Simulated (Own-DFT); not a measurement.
# What random displacements cost in zincblende GaP, 64 atoms (Ga32P32)

All numbers below are calculated, not measured. The program, named Own-DFT, is a retired in-house plane-wave density functional code that no person has reviewed. Each row is one single-point run on a periodic cell that was not relaxed, without spin or spin-orbit coupling.

Settings of every run: PBE; PseudoDojo norm-conserving scalar-relativistic files; cutoff 42 hartree; 3 x 3 x 3 k mesh centred on Gamma; Fermi-Dirac smearing of 0.1 eV.

Known limits, some of them of some rows only: some atoms lie very close together; forces on such cells passed a denser k mesh, each cell not checked; stress not checked against mesh or cutoff.

Cell vectors in Å: (10.901, 0.000, 0.000); (0.000, 10.901, 0.000); (0.000, 0.000, 10.901). In each run every atom was moved at random and independently from its ideal site; u is the rms move along one axis. E is the free energy for each atom above the fitted value at u = 0, and F the rms of the force components.

| run | u (Å) | E (meV/atom) | F (eV/Å) | largest force (eV/Å) | P (GPa) |
|---|---|---|---|---|---|
| 1 | 0.0187 | 5.7 | 0.247 | 0.86 | 2.69 |
| 2 | 0.0197 | 7.0 | 0.278 | 0.94 | 2.71 |
| 3 | 0.0199 | 7.1 | 0.281 | 1.05 | 2.71 |
| 4 | 0.0482 | 39.1 | 0.696 | 2.78 | 3.18 |
| 5 | 0.0491 | 38.9 | 0.673 | 3.04 | 3.20 |
| 6 | 0.0542 | 58.1 | 0.861 | 3.07 | 3.49 |
| 7 | 0.0983 | ? | ? | ? | ? |
| 8 | 0.1044 | 183.3 | 1.587 | 6.44 | 5.19 |
| 9 | 0.1559 | 443.9 | 2.997 | 13.45 | 9.13 |
| 10 | 0.1926 | 730.5 | 3.987 | 18.45 | 14.19 |

## Worked fit

For small independent moves the energy grows as E = (3/2) K u², with K the mean stiffness felt by one atom. The runs with u up to 0.11 Å give K = 11.6 ± 0.5 eV/Å², with residuals divided by u² + 0.0006 Å², since the noise grows with the moves. The scatter is 3.3 meV/atom at u = 0.05 Å. The forces follow F = G u with G = 14.4 eV/Å²; no force at u = 0 is resolved. G exceeds K because the moves of its neighbours add to the force on an atom, and stiffness differs between atoms. At u = 0.193 Å the parabola gives 646 meV/atom and the run 730. The pressure follows P = 2.65 + 236 u² GPa: at fixed volume, shortened bonds push harder than stretched ones pull.

## Withheld run

Question: what energy and rms force should run 7 give?

The fit gives 168 ± 13 meV/atom and about 1.42 eV/Å. The calculation gave 171.8 meV/atom and 1.624 eV/Å.
